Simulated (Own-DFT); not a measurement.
# Biaxial strain at fixed height in wurtzite AlGaN with randomly placed atoms, 72 atoms (Al27Ga9N36)

No measurement is shown. These are fixed-geometry runs of a retired plane-wave code named Own-DFT, which no person has reviewed; spin and spin-orbit coupling are neglected.

Settings: PBEsol; PseudoDojo norm-conserving scalar-relativistic files, made for PBE; cutoff 42 hartree; 4 x 4 x 3 k mesh centred on Gamma; Fermi-Dirac smearing of 0.1 eV.

Caveats: forces on such cells passed a denser k mesh, each cell not checked; stress not checked against mesh or cutoff.

Unstrained cell vectors in Å: (9.394, 0.000, 0.000); (-4.697, 8.135, 0.000); (0.000, 0.000, 10.066). The unstrained cell has measured lattice constants (interpolated for alloys), not those of this functional. That, the random moves and any unrelaxed bonds set the pressure at no strain. Each run strains x and y alike by e, as a substrate would, and holds the height along z. All atoms carry random offsets, Gaussian with a width of 0.05 Å per axis. The random placing of the alloy's atoms differs from row to row. Stress is positive in tension.

| e (%) | u (Å) | (s_xx + s_yy)/2 (GPa) | s_zz (GPa) |
|---|---|---|---|
| -2.75 | 0.052 | -22.37 | -5.89 |
| -2.50 | 0.047 | ? | ? |
| -2.25 | 0.047 | -18.15 | -6.44 |
| -2.00 | 0.054 | -15.75 | -8.57 |
| -1.50 | 0.055 | -14.03 | -4.38 |
| -1.25 | 0.052 | -10.62 | -6.31 |
| 0.25 | 0.047 | -1.97 | -2.14 |
| 1.25 | 0.051 | 3.42 | -1.76 |
| 2.25 | 0.048 | 8.57 | -0.59 |
| 2.75 | 0.048 | 10.29 | -0.06 |

## Analysis

With e as a fraction, the in-plane stress is -3.3 + 591 e - 3301 e² GPa (errors 11 and 816, scatter 0.62), and s_zz is -3.5 + 134 e GPa (slope ± 22, scatter 1.26). At e = 0 the first slope is C11 + C12 and the second 2 C13, both with the ions held to the strained lattice and at the cell's own pressure. The term in e² is negative: the layer stiffens under compression and softens under tension. A free layer would change its height as e changes, and the in-plane slope would drop by 2 C13²/C33 to the biaxial modulus. At fixed height, a misfit of 1 % moves the in-plane stress by about 5.9 GPa and s_zz by 1.3 GPa.

## Prediction

Asked: what are the two stresses at e = -2.50 %?

Estimate: -20.2 and -6.9 GPa. DFT gave -18.51 and -7.62 GPa.
